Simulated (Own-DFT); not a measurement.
# Forces on the neighbours of a vacancy: 2H SiC, 71 atoms (C35Si36), with one C vacancy

Calculated results; nothing here was measured. They come from Own-DFT, an in-house plane-wave density functional program, since retired, whose code no person has reviewed. Each row is one single-point run on a periodic cell that was not relaxed, without spin or spin-orbit coupling.

Settings of every run: PBE; PseudoDojo norm-conserving scalar-relativistic files; cutoff 42 hartree; 4 x 4 x 3 k mesh centred on Gamma; Fermi-Dirac smearing of 0.1 eV.

Known limits: not probed for a lower state with spin; forces on such cells moved up to 12 meV/angstrom on a denser k mesh; stress not checked against mesh or cutoff.

Cell vectors in Å: (9.248, 0.000, 0.000); (-4.624, 8.009, 0.000); (0.000, 0.000, 10.068). Every atom was also moved at random, by a Gaussian of width 0.03 Å on each axis. The defect's site can differ from row to row. The empty site has 4 nearest neighbours, all Si. For each, d is its distance from the empty site and R the part of its force along the line away from it, positive outwards. The last column is the rms force component on atoms over 4.5 Å away.

| run | d1 (Å) | d2 (Å) | d3 (Å) | d4 (Å) | R1 (eV/Å) | R2 (eV/Å) | R3 (eV/Å) | R4 (eV/Å) | far F (eV/Å) |
|---|---|---|---|---|---|---|---|---|---|
| 1 | 1.827 | 1.839 | 1.894 | 1.911 | -0.02 | 0.22 | -0.29 | -0.59 | 0.89 |
| 2 | 1.871 | 1.898 | 1.908 | 1.911 | -0.39 | 0.11 | -0.72 | -0.84 | 0.83 |
| 3 | 1.853 | 1.865 | 1.908 | 1.938 | 0.01 | -0.66 | -0.58 | -0.54 | 0.82 |
| 4 | 1.870 | 1.880 | 1.890 | 1.929 | -0.10 | -0.06 | -0.43 | -0.78 | 0.85 |
| 5 | 1.868 | 1.876 | 1.878 | 1.968 | -0.12 | -0.46 | -0.44 | -1.15 | 0.86 |
| 6 | 1.872 | 1.880 | 1.902 | 1.928 | -0.48 | -0.43 | -0.39 | -0.75 | 0.95 |
| 7 | 1.849 | 1.907 | 1.911 | 1.921 | -0.46 | -0.76 | -0.18 | -1.00 | 0.96 |
| 8 | 1.884 | 1.915 | 1.917 | 1.924 | -0.34 | -0.87 | -0.33 | -0.73 | 0.86 |
| 9 | 1.856 | 1.863 | 1.897 | 1.903 | ? | ? | ? | ? | ? |

## Worked fit

A straight line through the 32 neighbours shown gives R = -0.46 - 7.5 (d - 1.894) eV/Å, with a scatter of 0.24 left by the moves of the other atoms. The slope, with an error of 1.4, is the pull back towards the neighbour's own site. The constant, -0.46 ± 0.04 eV/Å, is the force at the mean distance: with one bond gone, the neighbours are pushed inwards, towards the empty site. It shows how a relaxation would start, not where it would end, and it depends somewhat on the width of the random moves.

## Withheld run

Question: what mean R should the neighbours of run 9 feel? Their mean d is 1.880 Å.

The line gives -0.35 ± 0.07 eV/Å, by the scatter of the means of the runs shown. The calculation gave R = -0.28, -0.23, -0.56, -0.39, a mean of -0.37 eV/Å.
